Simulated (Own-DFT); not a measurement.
# How strain changes the stress of 2H SiC, 72 atoms (C36Si36)

The numbers are computed, not measured, by runs of the plane-wave DFT program Own-DFT (in-house, retired, unreviewed) at fixed positions, with no spin and no spin-orbit coupling.

Common settings: PBE; PseudoDojo norm-conserving scalar-relativistic files; cutoff 42 hartree; 4 x 4 x 3 k mesh centred on Gamma; Fermi-Dirac smearing of 0.1 eV.

Limits: forces on such cells passed a denser k mesh, each cell not checked; stress not checked against mesh or cutoff.

Unstrained cell vectors in Å: (9.248, 0.000, 0.000); (-4.624, 8.009, 0.000); (0.000, 0.000, 10.068). The unstrained cell has measured lattice constants (interpolated for alloys), not those of this functional. That, the random moves and any unrelaxed bonds set the pressure at no strain. The cell is deformed uniformly in each run, and the atoms keep their fractional places. Random moves of width 0.05 Å per axis were added to every atom. Strain is the symmetric tensor, in per cent. Stress is positive in tension, and the pressure is minus a third of its trace.

| run | e_xx (%) | e_yy (%) | e_zz (%) | e_yz (%) | e_xz (%) | e_xy (%) | s_xx (GPa) | s_yy (GPa) | s_zz (GPa) | s_yz (GPa) | s_xz (GPa) | s_xy (GPa) | P (GPa) | E (meV/atom) |
|---|---|---|---|---|---|---|---|---|---|---|---|---|---|---|
| 1 | 1.32 | 1.20 | 1.02 | 1.78 | -0.53 | -0.67 | 4.93 | 2.88 | -1.57 | 5.77 | -1.79 | -2.46 | -2.08 | 9.2 |
| 2 | -1.96 | -0.16 | -0.77 | 0.96 | -0.50 | 0.65 | -17.04 | -7.97 | -13.20 | 4.30 | -1.58 | 3.61 | 12.73 | 34.8 |
| 3 | 1.67 | 1.16 | -0.94 | -0.11 | -0.17 | -0.54 | 5.18 | 3.36 | -12.01 | -0.27 | -0.19 | -0.73 | 1.16 | 3.1 |
| 4 | -1.28 | -2.00 | 1.19 | 1.30 | 1.61 | 0.77 | -16.08 | -15.33 | -2.77 | 3.82 | 6.35 | 3.85 | 11.39 | 60.1 |
| 5 | 0.36 | 0.81 | -0.75 | 1.49 | 0.08 | -0.31 | 0.45 | -1.07 | -13.71 | 6.10 | 0.10 | -0.83 | 4.78 | 20.4 |
| 6 | -1.71 | -1.20 | -1.46 | 0.85 | -1.86 | 1.26 | -19.37 | -13.35 | -17.79 | 2.90 | -8.14 | 6.50 | 16.83 | 51.9 |
| 7 | 0.64 | 0.18 | -1.36 | -1.37 | -0.46 | -1.68 | -2.35 | -3.21 | -15.75 | -4.70 | -1.05 | -7.65 | 7.10 | 23.9 |
| 8 | -1.89 | -0.99 | -0.34 | -0.14 | -1.21 | 0.37 | -16.17 | -13.40 | -9.08 | 0.58 | -2.34 | 0.65 | 12.88 | 15.8 |
| 9 | 1.04 | -0.77 | -1.60 | 1.02 | 0.08 | -0.74 | -0.59 | -7.74 | -17.06 | 3.89 | -1.05 | -1.22 | 8.47 | 11.4 |
| 10 | 1.59 | -0.39 | 1.45 | -1.70 | 0.46 | 0.54 | 3.93 | -4.07 | 1.46 | -5.21 | 0.80 | 1.79 | -0.44 | 0.0 |
| 11 | -0.29 | -0.37 | -0.45 | -0.65 | -1.47 | 1.55 | -4.86 | -6.52 | -12.93 | -2.69 | -4.27 | 6.53 | 8.10 | 22.9 |
| 12 | -0.71 | 0.47 | 1.45 | 0.54 | -1.16 | -0.85 | -8.46 | -1.03 | 0.61 | 0.23 | -4.12 | -5.55 | 2.96 | 14.9 |
| 13 | -0.47 | 0.69 | 1.81 | -0.72 | -1.58 | -1.22 | -5.73 | -0.72 | 3.22 | -2.29 | -4.83 | -4.82 | 1.08 | 8.5 |
| 14 | 0.01 | 0.35 | -0.40 | -0.95 | -0.17 | -0.61 | -4.09 | -0.74 | -11.32 | -1.95 | -1.45 | -3.04 | 5.38 | 6.1 |
| 15 | 0.07 | 1.17 | 0.78 | 1.91 | -1.58 | 0.87 | -2.48 | 2.10 | -2.33 | 5.43 | -5.59 | 4.56 | 0.90 | 4.4 |
| 16 | 1.22 | -1.16 | -1.47 | 0.54 | -1.15 | -1.98 | -0.64 | -10.64 | -15.56 | 1.70 | -3.23 | -10.60 | 8.95 | 29.4 |
| 17 | 1.43 | -1.96 | -0.77 | -1.64 | -0.80 | -1.25 | 2.34 | -14.18 | -14.63 | -4.87 | -2.05 | -5.53 | 8.82 | 23.4 |
| 18 | 0.07 | 1.31 | -1.09 | -1.47 | -0.36 | -1.41 | ? | ? | ? | ? | ? | ? | ? | ? |

E is the free energy per atom, counted from the lowest run shown.

## Analysis

Regress every stress component on the fractional strains (shears doubled) of the visible runs, with a constant. Shear strains stay in the fit of a normal stress only where such slopes are resolved. The slopes, in GPa:

```
stress  at no strain  per e_xx  per e_yy  per e_zz  scatter
  s_xx          -4.8  594 ± 30  148 ± 37   34 ± 32     1.43
  s_yy          -4.4  107 ± 19  536 ± 23   51 ± 20     0.90
  s_zz          -8.1   22 ± 24   45 ± 30  594 ± 26     1.16
```

The slope of each shear stress on twice its own strain, from a fit on all six strains: yz 155 ± 9, xz 170 ± 16, xy 239 ± 16 GPa. These are stiffnesses along x, y and z of the frame in which the cell vectors are given, with the crystal's c axis along z: C11, C12, C13 and C33. Hexagonal symmetry asks that xx and yy behave alike, which is a second check on the noise. The atoms are held to the strained lattice; where symmetry lets them move under strain, relaxing them would lower some slopes. The table should be nearly symmetric about its diagonal, and what it lacks of that shows the noise. A ninth of the table's sum, 237 ± 4 GPa, estimates the bulk modulus near the mean pressure of these runs, 6.4 GPa, so it lies above the value at zero pressure.

## Check

Question: what normal stresses and pressure should run 18 give?

The fitted form gives s_xx = -2.9, s_yy = 2.1, s_zz = -14.0 and P = 4.9 GPa. DFT gave -4.49, 2.07, -12.27 and P = 4.90 GPa.
